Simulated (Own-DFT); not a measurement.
# Point defects and the pressure they add: zincblende GaAs

The numbers are computed, not measured, by runs of the plane-wave DFT program Own-DFT (in-house, retired, unreviewed) at fixed positions, with no spin and no spin-orbit coupling.

Common settings: PBE; PseudoDojo norm-conserving scalar-relativistic files; cutoff 42 hartree; 3 x 3 x 3 k mesh centred on Gamma; Fermi-Dirac smearing of 0.1 eV.

Known weak points (not all hold for every row): not probed for a lower state with spin; forces not confirmed at this smearing and k mesh; stress not checked against mesh or cutoff.

All runs share one cell, with vectors in Å (10.862, 0.000, 0.000); (0.000, 10.862, 0.000); (0.000, 0.000, 11.796) and a volume of 1391.7 Å³, strained against the parent crystal. Atoms were moved at random from their sites; u is the rms move along one axis. The defect's site can differ from row to row.

| cell | formula | u (Å) | P (GPa) |
|---|---|---|---|
| no defect | As32Ga32 | 0.0297 | 6.71 |
| no defect | As32Ga32 | 0.0306 | 6.72 |
| no defect | As32Ga32 | 0.0499 | 7.10 |
| one As vacancy and one Ga vacancy | As31Ga31 | 0.0282 | ? |
| one As vacancy and one Ga vacancy | As31Ga31 | 0.0304 | 6.08 |
| one As vacancy and one Ga vacancy | As31Ga31 | 0.0474 | 6.17 |
| one As vacancy and one Ga vacancy | As31Ga31 | 0.0494 | 6.29 |
| one P on an As site | As31Ga32P | 0.0263 | 6.33 |
| one P on an As site | As31Ga32P | 0.0300 | 6.39 |
| one P on an As site | As31Ga32P | 0.0526 | 6.81 |
| one Al on a Ga site | AlAs32Ga31 | 0.0294 | 6.63 |
| one Al on a Ga site | AlAs32Ga31 | 0.0455 | 6.96 |
| one Al on a Ga site | AlAs32Ga31 | 0.0503 | 7.04 |
| one In on a Ga site | As32Ga31In | 0.0286 | 7.33 |
| one In on a Ga site | As32Ga31In | 0.0321 | 7.49 |
| one In on a Ga site | As32Ga31In | 0.0346 | 7.40 |

## Worked fit

P = P0 + c u² + a shift for each defect gives P0 = 6.53 GPa, c = 214 ± 23 GPa/Å² and a scatter of 0.06 GPa. The shifts, and each times the cell's volume:

- one In on a Ga site: 0.66 ± 0.05 GPa, 5.7 eV
- one Al on a Ga site: -0.05 ± 0.05 GPa, -0.4 eV (not resolved)
- one P on an As site: -0.33 ± 0.05 GPa, -2.9 eV
- one As vacancy and one Ga vacancy: -0.75 ± 0.05 GPa, -6.5 eV

Against the defect-free cell, a freed cell would be larger where the shift is positive and smaller where it is negative (160.2 GPa Å³ is 1 eV). The atoms around the defects weren't relaxed, which would change these numbers.

## Test on the hidden row

Question: what pressure belongs in the blank (one As vacancy and one Ga vacancy, u = 0.0282 Å)?

The fitted form gives 5.95 ± 0.08 GPa. The run itself gave 5.88 GPa.
